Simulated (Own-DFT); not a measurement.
# Stretching a layer in its plane: wurtzite AlN, 72 atoms (Al36N36)

The numbers are computed, not measured, by runs of the plane-wave DFT program Own-DFT (in-house, retired, unreviewed) at fixed positions, with no spin and no spin-orbit coupling.

Common settings: PBE; PseudoDojo norm-conserving scalar-relativistic files; cutoff 42 hartree; 4 x 4 x 3 k mesh centred on Gamma; Gaussian smearing of 0.01 eV.

Limits: k mesh not checked against a denser one; stress not checked against mesh or cutoff.

Unstrained cell vectors in Å: (9.336, 0.000, 0.000); (-4.668, 8.085, 0.000); (0.000, 0.000, 9.964). The unstrained cell has measured lattice constants (interpolated for alloys), not those of this functional. That, the random moves and any unrelaxed bonds set the pressure at no strain. Each run strains x and y alike by e, as a substrate would, and holds the height along z. Random moves of width 0.05 Å per axis were added to every atom. Stress is positive in tension.

| e (%) | u (Å) | (s_xx + s_yy)/2 (GPa) | s_zz (GPa) |
|---|---|---|---|
| -2.75 | 0.049 | -24.48 | -9.85 |
| -2.50 | 0.049 | -21.68 | -10.25 |
| -2.25 | 0.053 | -20.22 | -9.80 |
| -1.75 | 0.052 | -18.54 | -6.73 |
| -1.00 | 0.052 | -13.30 | -4.66 |
| -0.75 | 0.050 | ? | ? |
| -0.50 | 0.050 | -8.80 | -6.15 |
| 0.75 | 0.050 | -3.16 | -2.10 |
| 2.25 | 0.048 | 6.17 | -2.39 |
| 3.00 | 0.050 | 9.41 | -3.07 |

## Fit

With e as a fraction, the in-plane stress is -6.9 + 588 e - 1237 e² GPa (errors 14 and 898, scatter 0.80), and s_zz is -3.7 + 144 e - 3891 e² GPa (slope ± 17, scatter 1.01). At e = 0 the first slope is C11 + C12 and the second 2 C13, both with the ions held to the strained lattice and at the cell's own pressure. A free layer would change its height as e changes, and the in-plane slope would drop by 2 C13²/C33 to the biaxial modulus. At fixed height, a misfit of 1 % moves the in-plane stress by about 5.9 GPa and s_zz by 1.4 GPa.

## Withheld run

The question: what are the two stresses at e = -0.75 %?

From the fit: -11.4 and -5.0 GPa. The calculation gave -11.88 and -4.56 GPa.
